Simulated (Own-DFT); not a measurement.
# How strain changes the stress of wurtzite AlGaN with randomly placed atoms, 72 atoms (Al9Ga27N36)

Calculated results; nothing here was measured. The program, named Own-DFT, is a retired in-house plane-wave density functional code that no person has reviewed. Each row is one single-point run on a periodic cell that was not relaxed, without spin or spin-orbit coupling.

Settings of every run: PBE; PseudoDojo norm-conserving scalar-relativistic files; cutoff 42 hartree; 4 x 4 x 3 k mesh centred on Gamma; Fermi-Dirac smearing of 0.1 eV.

Known limits: forces on such cells passed a denser k mesh, each cell not checked; stress not checked against mesh or cutoff.

Unstrained cell vectors in Å: (9.509, 0.000, 0.000); (-4.755, 8.235, 0.000); (0.000, 0.000, 10.268). The unstrained cell has measured lattice constants (interpolated for alloys), not those of this functional. That, the random moves and any unrelaxed bonds set the pressure at no strain. Each run strains this cell uniformly, with the atoms carried along. Every atom was also moved at random, by a Gaussian of width 0.05 Å on each axis. The random placing of the alloy's atoms differs from row to row. Strain is the symmetric tensor, in per cent. Stress is positive in tension, and the pressure is minus a third of its trace.

| run | e_xx (%) | e_yy (%) | e_zz (%) | s_xx (GPa) | s_yy (GPa) | s_zz (GPa) | P (GPa) | E (meV/atom) |
|---|---|---|---|---|---|---|---|---|
| 1 | 1.25 | 1.25 | 0.00 | -0.05 | -2.20 | -6.30 | 2.85 | 11.1 |
| 2 | 0.25 | 0.25 | 0.00 | -4.51 | -6.88 | -7.46 | 6.28 | 2.7 |
| 3 | 0.75 | 0.75 | 0.00 | -3.37 | -2.75 | -6.73 | 4.28 | 0.0 |
| 4 | -1.75 | -1.75 | 0.00 | -15.60 | -20.36 | -10.75 | 15.57 | 45.8 |
| 5 | -0.50 | -0.50 | 0.00 | -10.86 | -8.95 | -8.28 | 9.36 | 11.9 |
| 6 | 1.75 | 1.75 | 0.00 | 1.88 | 2.44 | -6.68 | 0.79 | 0.2 |
| 7 | -1.25 | -1.25 | 0.00 | -16.21 | -15.05 | -8.58 | 13.28 | 43.8 |
| 8 | 3.00 | 3.00 | 0.00 | 6.37 | 6.70 | -3.30 | -3.26 | 17.5 |
| 9 | 2.25 | 2.25 | 0.00 | ? | ? | ? | ? | ? |

E is the free energy for each atom above the lowest run shown.

## Worked fit

The change of volume is close to e_xx + e_yy + e_zz. A straight line through the runs shown gives P = 7.92 - 198 x (fractional change of volume) GPa, with an error of 8 on the slope and a scatter of 0.68 GPa. The strain isn't the same on all axes and the cell isn't cubic, so the slope belongs to this path and is not the bulk modulus.

## Withheld run

Question: what pressure should run 9 give? Its volume changes by 4.55 %.

The line gives -1.1 GPa. The calculation gave -0.95 GPa.
